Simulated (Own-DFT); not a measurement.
## Calculated data, Hf36O71 (tetragonal hafnia with one neutral oxygen vacancy, atoms displaced)

Computed with Own-DFT development build. A calculation, not a measurement: plane-wave PBE and HSE06 DFT by an unreviewed code, no spin, of a simulated cell at Gamma alone, so results move with cell size and shape, stress positive in tension, energies less offsets, not probed for a lower state with spin; hafnium file: forces about 75 meV/angstrom off all-electron values; oxygen file: force components 24 meV/angstrom off all-electron in a glass; k mesh not checked against a denser one; forces and stress are PBE's, HSE06 gives the energy alone, and its difference from PBE has offsets of its own; offsets are fitted by least squares, one for each functional and potential file, so energies compare only between cells with the same atoms and settings and are not formation energies; the far tail of each file's local potential was reset to the Coulomb form; each entry is a single point on an unrelaxed cell, so the pressure reflects the starting lattice, taken from the Materials Project, from which strain is counted, and rises with the displacements; printed positions are rounded, which can move forces by about a meV/angstrom; the program is a retired in-house code; no spin-orbit coupling.

Settings shared by all entries: first functional PBE; second functional HSE06; exact exchange share 0.25; screening 0.11 1/bohr; exchange divergence Gygi-Baldereschi; potential files PseudoDojo norm-conserving, scalar-relativistic, made for PBE, standard set; wave cutoff 48 hartree; occupations fixed; k mesh 1 x 1 x 1 centred on Gamma.

(1) 
```xyz
107
Lattice="10.7800 0.0000 0.0000 0.0000 10.7800 0.0000 0.0000 0.0000 10.4493" Properties=species:S:1:pos:R:3:force_x:R:1:force_y:R:1:force_z:R:1 formula=Hf36O71 PBE_energy_of_cell_above_offsets=-88.061 HSE06_less_PBE_above_offsets=0.549 PBE_pressure=5.77 PBE_stress_xx=-8.38 PBE_stress_yy=-3.32 PBE_stress_zz=-5.6 PBE_stress_yz=0.55 PBE_stress_xz=0.47 PBE_stress_xy=-0.27
Hf     0.0704     0.0046     0.0062     -1.402     -0.805     -1.871
Hf     1.8800     1.7809     2.6442     -1.873      1.867      0.407
O      0.0700     1.9335     1.4894     -0.732     -1.751      1.284
O      1.7584    10.7711     3.7754      0.413     -0.013      -0.84
O      0.0985     1.7735     4.2252     -0.547       2.12      0.119
O      1.7201     0.0002     1.0632      1.825     -0.485      1.158
Hf     0.0794     0.1425     5.2690     -1.792      -3.04      0.211
Hf     1.8941     1.6271     7.7748     -3.958      1.227      4.165
O      0.0475     1.7140     6.9343      0.636      0.178     -3.101
O      1.8721     0.0272     8.9571     -0.484     -1.932     -0.227
O      0.0694     1.8043     9.2659     -0.404     -0.123      1.718
O      1.7796    10.7501     6.3628      1.808      0.984     -0.508
Hf    10.7793     3.4597    10.4112      0.988      0.879     -0.806
Hf     1.8095     5.5697     2.6365      0.042     -5.338     -0.631
O     10.7685     5.4997     1.6357      3.641      0.067     -1.854
O      1.7893     3.7579     3.7095     -0.772     -1.705     -1.384
O     10.5575     5.3935     4.1402      0.762      0.403      2.071
O      1.7830     3.5905     0.9673       0.84      0.095     -0.003
Hf    10.7331     3.6507     5.3837      3.465      0.958     -4.036
Hf     1.7677     5.3395     7.9779      0.317      0.353     -1.628
O      0.0987     5.5392     6.9445      -2.71     -1.226     -2.024
O      1.8966     3.6812     8.8068     -0.409     -4.175      1.292
O     10.7792     5.4470     9.4371     -0.374     -2.113      0.672
O      1.8610     3.6349     6.2877     -1.904     -0.577      0.469
Hf    10.7348     7.0964     0.1055      1.445      1.308     -3.267
Hf     1.6925     8.9141     2.6267      1.885      0.935      0.836
O     10.7505     9.0040     1.5544      0.178     -0.117     -0.071
O      1.8228     7.0803     3.6979     -0.203      2.973      0.543
O      0.0065     8.9193     4.1091      0.325      0.233      0.587
O      1.8351     7.2373     0.9572     -0.637     -0.266      1.207
Hf    10.6202     7.2155     5.2750      2.071     -0.433     -1.047
Hf     1.9304     8.7648     7.8332     -4.216      2.995     -0.896
O      0.1189     9.1350     6.7836     -1.688     -1.629       0.56
O      1.6779     7.1502     8.8175      1.949      0.358      1.991
O     10.7354     8.9000     9.4744      0.516      1.442      0.532
O      1.7654     7.1774     6.2343      1.016      1.064     -0.148
Hf     3.6728    10.6460     0.0204      -1.35       5.19      2.017
Hf     5.3133     1.7472     2.5864      1.539     -0.526      0.052
O      3.5476     1.7726     1.5523      0.832       0.35      0.184
O      5.4885    10.6869     3.6873     -1.442      2.392     -0.681
O      3.5192     1.8627     4.1485        0.6     -1.235      1.055
O      5.3751     0.1706     0.9708       1.23     -0.399      1.105
Hf     3.5204     0.0799     5.3120      1.018     -1.516     -1.773
Hf     5.2175     1.9317     7.8564      3.351      -2.36      1.258
O      3.5141     1.7396     6.8749       3.15      -0.03     -3.259
O      5.4239    10.6811     8.8548     -0.746      1.187     -0.627
O      3.5521     1.7405     9.3587      1.387      0.927      0.324
O      5.4783     0.0917     6.2155     -3.215     -0.575      0.593
Hf     3.6041     3.5632     0.0170     -1.786      0.105      0.037
Hf     5.3298     5.2855     2.5540      2.021      1.695      0.627
O      3.5905     5.3276     1.6567     -1.012      0.965     -0.646
O      5.3297     3.5921     3.5727      0.976     -1.063      1.683
O      3.4566     5.2387     4.3507      1.491      3.567      -0.41
O      5.3505     3.7567     1.1249      -0.02     -1.861     -1.565
Hf     3.5778     3.6344     5.3619     -2.148     -0.279     -2.402
Hf     5.3739     5.4695     7.8059      0.209     -3.093      0.213
O      3.5591     5.4104     6.9800      0.871      0.129     -1.528
O      5.4830     3.6237     8.9745     -1.011     -0.265     -0.858
O      3.4933     5.3065     9.4415      1.017       1.81      1.097
O      5.3198     3.5373     6.2733      1.429     -0.562      1.088
Hf     3.5146     7.2158    10.3303      1.879     -1.248      2.549
Hf     5.4877     9.0333     2.6661     -0.199     -1.919     -1.299
O      3.6550     8.8183     1.5869     -0.612      1.337      0.591
O      5.2004     7.1520     3.5644      0.344     -0.066      0.863
O      3.4294     8.9309     4.1568      0.583      1.126      1.817
O      5.4658     7.2556     0.9147     -1.074     -0.651      -0.34
Hf     3.6144     7.1782     5.2403     -1.497     -0.484     -1.181
Hf     5.4570     8.9671     7.8329     -0.313      1.225       1.34
O      3.6414     9.0036     6.9023      1.092     -0.287     -0.999
O      5.3440     7.0643     8.7702     -0.333      3.386      1.708
O      3.6210     9.0724     9.6121     -0.465     -5.637     -4.517
O      5.4309     7.0892     6.2743      -1.77      0.363      0.427
Hf     7.3233     0.0249    10.4150     -3.393     -0.558     -1.719
Hf     9.0046     1.7887     2.6502     -0.039      0.622     -0.695
O      7.2455     1.8851     1.5858     -1.673      0.225      0.942
O      9.0221    10.7458     3.6682       0.14      0.073     -0.091
O      7.2005     1.7390     4.2461     -0.147      0.962      -0.18
O      8.7809    10.7639     1.0328       6.35      0.854       1.93
Hf     7.2668     0.0335     5.3717     -1.084     -0.389     -2.366
Hf     9.1009     1.7997     7.8380     -2.049     -0.328      1.158
O      7.1993     1.6330     6.8668     -0.839      2.497      0.339
O      9.0395     0.0950     8.8704     -0.583     -2.167      0.504
O      7.2364     1.7692     9.4893     -0.295       1.39     -0.806
O      8.8919     0.0659     6.3267      3.546     -0.389     -0.019
Hf     7.0922     3.5435    10.4309      1.601      0.456      0.992
Hf     9.0986     5.4661     2.4210     -4.033     -1.646      4.284
O      7.2156     5.3419     1.5788     -0.512      0.247     -0.485
O      8.9817     3.5989     3.5676     -0.265     -1.009      0.113
O      7.3090     5.4601     4.2412     -1.545     -1.333      1.059
O      9.0416     3.4846     0.8852     -1.007      1.053     -0.252
Hf     7.0983     3.4800     5.2396       1.59      1.417     -1.147
Hf     8.9569     5.2617     7.8088      1.018       0.41      1.954
O      7.1850     5.3101     6.9400     -0.443     -0.507     -1.843
O      7.2819     5.3577     9.3464      0.481      0.308      0.949
O      9.0765     3.5368     6.2801     -2.942      0.269      0.971
Hf     7.1733     7.1455    10.4179      0.465     -0.896       0.71
Hf     9.0456     8.9089     2.5934     -0.955       1.75      0.892
O      7.2991     9.0766     1.5654     -1.821      -1.25      0.525
O      8.9548     7.1962     3.5623      0.358      0.216      0.139
O      7.0895     8.9140     4.2135      0.194      0.006       0.62
O      9.0348     7.1037     0.9626     -2.667      0.535      1.214
Hf     7.0520     7.1908     5.2426      2.573     -1.154     -2.572
Hf     8.8504     8.7782     7.8523      4.227      3.091      0.987
O      7.1714     9.0047     6.9013     -0.557      -0.59     -1.863
O      9.1215     7.1990     8.8790     -1.259     -1.881      -0.39
O      7.1415     8.9049     9.4266      0.544      0.089       -0.8
O      8.9136     7.0773     6.2283      -1.03      1.228      0.921
```

Units: PBE_energy_of_cell_above_offsets, HSE06_less_PBE_above_offsets in eV; PBE_pressure, PBE_stress_xx, PBE_stress_yy, PBE_stress_zz, PBE_stress_yz, PBE_stress_xz, PBE_stress_xy in GPa; force_x, force_y, force_z in eV/Å.

(2) 
```xyz
107
Lattice="10.7800 0.0000 0.0000 0.0000 10.7800 0.0000 0.0000 0.0000 10.4493" Properties=species:S:1:pos:R:3:force_x:R:1:force_y:R:1:force_z:R:1 formula=Hf36O71 PBE_energy_of_cell_above_offsets=-87.663 HSE06_less_PBE_above_offsets=0.533 PBE_pressure=5.67 PBE_stress_xx=-6.36 PBE_stress_yy=-4.75 PBE_stress_zz=-5.9 PBE_stress_yz=0.47 PBE_stress_xz=0.06 PBE_stress_xy=-0.18
Hf    10.6891    10.7769    10.4401      3.271      -2.06      0.338
Hf     1.7708     1.8530     2.7070      0.041     -1.209     -0.117
O     10.7054     1.8084     1.5614       1.24     -0.194      0.244
O      1.7972    10.7005     3.7686     -0.196      1.863     -0.401
O     10.7016     1.7610     4.1257      0.391      1.183      1.499
O      1.8625     0.0113     1.2023     -0.781       0.43      -1.03
Hf     0.0588     0.0183     5.2925      1.803      -1.77     -0.103
Hf     1.8339     1.9374     7.8891      -0.26      -6.03     -2.917
O      1.7269    10.7438     8.8728      1.386      0.943      0.581
O      0.0964     1.7292     9.4906      -0.67      1.694     -1.631
O      1.9216     0.0183     6.3223     -1.886       0.66     -0.904
Hf    10.6992     3.4700     0.0414      1.023      1.773     -0.106
Hf     1.9441     5.4515     2.5766     -3.941     -0.838      0.248
O      0.1245     5.4822     1.6245     -0.478     -1.047      0.185
O      1.6966     3.7222     3.6257      0.434     -1.628     -0.535
O      0.0508     5.4862     4.1549     -0.825     -2.762       0.88
O      1.7549     3.5993     0.9602          0     -0.082      0.241
Hf    10.6463     3.5644     5.2411      4.607      0.733     -1.878
Hf     1.8795     5.3216     7.8199      -2.49      2.147     -1.508
O     10.5794     5.3394     6.8449      4.643     -0.222     -1.609
O      1.8593     3.5717     8.7345      0.578      2.826      3.486
O     10.7431     5.2735     9.5140     -0.041     -0.332     -0.525
O      1.7643     3.5729     6.2624     -0.757      0.236     -0.506
Hf     0.0200     7.2920     0.0609     -1.638     -0.702     -1.526
Hf     1.9222     9.0107     2.6719     -4.059      0.262      0.192
O      0.0485     8.8929     1.6651     -0.377      0.992      0.727
O      1.7362     7.1160     3.5955      1.559      1.585      1.088
O     10.7621     8.9906     4.2850     -0.295     -0.336     -0.104
O      1.6784     7.3513     1.0078       5.19     -1.336      0.163
Hf     0.1028     7.1019     5.1873     -2.616      2.024      1.072
Hf     1.9003     8.9205     7.7785     -3.206      1.951      1.283
O      0.0160     9.0807     6.8061     -0.105      0.357      0.232
O      1.7106     7.1760     8.8218      1.386     -1.933      0.767
O      0.0054     9.0364     9.4731     -0.109     -0.135      0.083
O      1.7494     7.2246     6.3546      1.216     -0.878     -1.393
Hf     3.5034     0.0118     0.0145      0.289     -0.178     -0.193
Hf     5.3771     1.7674     2.5940      -1.55     -0.468      1.949
O      3.6032     1.8499     1.7784      -1.73      0.073     -1.659
O      5.2725    10.6482     3.6063      0.258      1.383      0.715
O      3.6095     1.7756     4.2254     -0.191      1.302     -0.134
O      5.5037     0.0709     1.2170     -1.365     -0.944     -2.798
Hf     3.7346     0.0770     5.2329     -2.338     -0.789      0.422
Hf     5.4319     1.6973     7.8464     -2.402      1.485      0.502
O      3.5494     1.8353     6.8165      1.509      0.262      0.498
O      5.2893     0.0403     8.8786      1.022     -1.233      0.262
O      3.6777     1.7988     9.4845     -1.386      0.567      0.543
O      5.3829     0.0202     6.2564      1.761     -0.327       0.66
Hf     3.4158     3.7011    10.3659      3.038     -4.978      1.884
Hf     5.2083     5.3466     2.5719       7.89      1.256      2.417
O      3.7142     5.4295     1.5923     -5.771      0.528     -4.356
O      5.2228     3.7184     3.4985     -0.254     -3.579      2.104
O      3.6213     5.3237     4.2409     -0.679      2.216     -1.321
O      5.3890     3.5972     1.0879      0.183      0.265     -1.701
Hf     3.7581     3.5909     5.1780     -2.615     -1.457      0.028
Hf     5.3438     5.3841     7.8746      1.763      0.463     -0.847
O      3.5845     5.4426     6.7885     -0.275     -0.411      0.413
O      5.2981     3.5974     8.8911      1.249     -0.628     -0.725
O      3.7548     5.2588     9.3806     -1.747      3.987     -0.892
O      5.3422     3.6179     6.2035      2.582      -0.14      1.053
Hf     3.6039     7.1382    10.2918      0.103      2.447      0.946
Hf     5.3128     8.9353     2.5612      2.669       0.45      0.014
O      3.5413     8.9746     1.6661      1.909     -0.116     -1.438
O      5.4394     7.1216     3.7102     -1.172      0.666     -0.852
O      3.6452     8.9979     4.3586     -0.506     -1.572     -1.241
O      5.3929     7.3207     0.9377     -0.864     -0.285      0.268
Hf     3.6552     7.1527     5.1440      0.099      0.159      1.882
Hf     5.4582     9.0121     7.7654     -0.555     -0.141      0.813
O      3.5670     9.0839     6.9274      3.091     -0.724     -1.744
O      5.3496     7.2460     8.8929     -0.305       -1.4     -0.814
O      3.6255     8.9679     9.3684     -0.511     -0.066      1.603
O      5.3580     7.0841     6.2955       0.38      1.349     -0.494
Hf     7.2672    10.7588    10.4159      -1.22      -1.28      1.334
Hf     8.9308     1.9303     2.5394       0.57     -3.415      1.154
O      7.0803     1.7405     1.7442      3.703      0.939     -2.865
O      8.9765     0.0303     3.5645     -0.647      0.697      0.711
O      7.1062     1.7929     4.2585      0.125      1.753     -0.123
O      9.0460    10.6110     0.9704     -1.983      1.514     -0.065
Hf     7.3513     0.0813     5.1859     -3.503     -1.891     -1.774
Hf     8.9566     1.8252     7.8180     -0.023     -2.513     -0.186
O      7.1045     1.6426     6.8131      2.727      1.128      -0.35
O      9.0086    10.7241     8.7830      -0.55      3.286      1.164
O      7.2041     1.9025     9.3128     -0.225     -1.478      1.606
O      8.9071    10.7029     6.1830      3.589       1.33      1.308
Hf     7.1437     3.5968     0.0254     -1.569      1.174     -0.192
Hf     8.9793     5.3192     2.4891      1.325      3.617      0.891
O      7.2092     5.5063     1.6878     -1.345      -0.51     -1.857
O      8.9476     3.6070     3.4603      0.494      -0.16      3.858
O      7.1674     5.2372     4.1278      0.693      0.649      1.711
O      9.0561     3.5219     1.1593     -2.329        0.9     -2.464
Hf     7.3081     3.6303     5.3527     -6.175      1.138      -3.77
Hf     9.0061     5.2090     7.8135     -2.517      4.821      2.449
O      7.1348     5.3858     6.7889      0.456     -1.471      0.422
O      8.9383     3.4663     8.8424      0.736      0.565      0.717
O      7.2367     5.4011     9.4021     -0.408     -0.985      0.894
O      8.9434     3.6315     6.1787      1.729     -1.219       2.89
Hf     7.2497     7.2576    10.4254      1.264     -0.463      0.724
Hf     9.0026     8.9557     2.7813      0.689     -0.409     -2.022
O      7.2985     9.0360     1.4575     -1.024     -0.723      0.936
O      8.9820     7.1470     3.6913     -0.507     -0.635      -0.22
O      7.2409     8.9446     4.1292     -0.271       0.83       0.66
O      9.0915     7.1416     1.0418     -2.131      -0.17      0.109
Hf     7.2103     7.1767     5.1234      1.045     -1.502      0.672
Hf     8.9681     9.0640     7.7600       3.05     -4.012      0.664
O      7.2938     9.0466     6.8522     -3.523     -0.139     -1.649
O      9.0390     7.2600     8.8443     -0.577     -0.797      0.049
O      7.1069     8.9689     9.3846     -0.086       1.59      -0.33
O      8.8921     7.1313     6.3094      0.801      0.249     -1.343
```

Units: PBE_energy_of_cell_above_offsets, HSE06_less_PBE_above_offsets in eV; PBE_pressure, PBE_stress_xx, PBE_stress_yy, PBE_stress_zz, PBE_stress_yz, PBE_stress_xz, PBE_stress_xy in GPa; force_x, force_y, force_z in eV/Å.
